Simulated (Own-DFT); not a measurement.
# How much smaller does PBEsol make it? beta-Si3N4, 42 atoms (N24Si18)

Source: density functional calculations with Own-DFT, an unreviewed in-house program that is no longer used. Nothing was measured or relaxed, and spin and spin-orbit coupling are left out.

Keep in mind: forces on such cells passed a denser k mesh, each cell not checked; stress not checked against mesh or cutoff.

Each geometry was run with PBE and with PBEsol, otherwise alike: PseudoDojo norm-conserving scalar-relativistic files made for PBE; cutoff 42 hartree; 3 x 3 x 3 k mesh centred on Gamma; Fermi-Dirac smearing of 0.1 eV. Unstrained cell vectors in Å: (7.606, 0.000, 0.000); (-3.803, 6.587, 0.000); (0.000, 0.000, 8.727). Each has a uniform strain, of which the change of volume is shown, and random moves of rms u per axis.

```
run,volume change (%),u (Å),P with PBE (GPa),P with PBEsol (GPa)
1,-1.65,0.0509,12.00,9.55
2,3.87,0.0466,-2.00,-4.34
3,-0.48,0.0486,10.22,7.80
4,-0.50,0.0496,9.30,6.87
5,1.39,0.0477,4.13,1.76
6,-1.32,0.0460,10.73,8.28
7,-2.30,0.0495,16.06,13.62
8,0.98,0.0450,5.89,3.51
9,0.06,0.0542,8.44,6.03
10,-0.62,0.0510,10.19,7.78
11,2.14,0.0438,2.76,?
```

Asked: by how much does PBEsol shrink this cell, and what belongs in the blank?

## Worked answer

Write v for the change of volume as a fraction. Fitted to v and u², the PBE pressure has a slope of -270 ± 17 GPa in v, with the ions held to the strained lattice. The difference PBEsol less PBE is -2.41 + 2.0 v GPa (slope ± 0.2) and averages -2.41 GPa. Divided by the mean slope of the two, 269 GPa, that makes PBEsol's volume at a given pressure, near 7 GPa, about 0.9 % smaller, or 0.30 % in lengths. At one volume PBEsol's slope is the smaller by 2 GPa, but its pressure there is lower too. If stiffness rises by about 4 GPa for each GPa, PBEsol at equal pressure is stiffer by about 8 GPa. Files made for PBEsol would give a different shift.

For run 11 the line gives 0.39 GPa. The hidden result is 0.39 GPa.
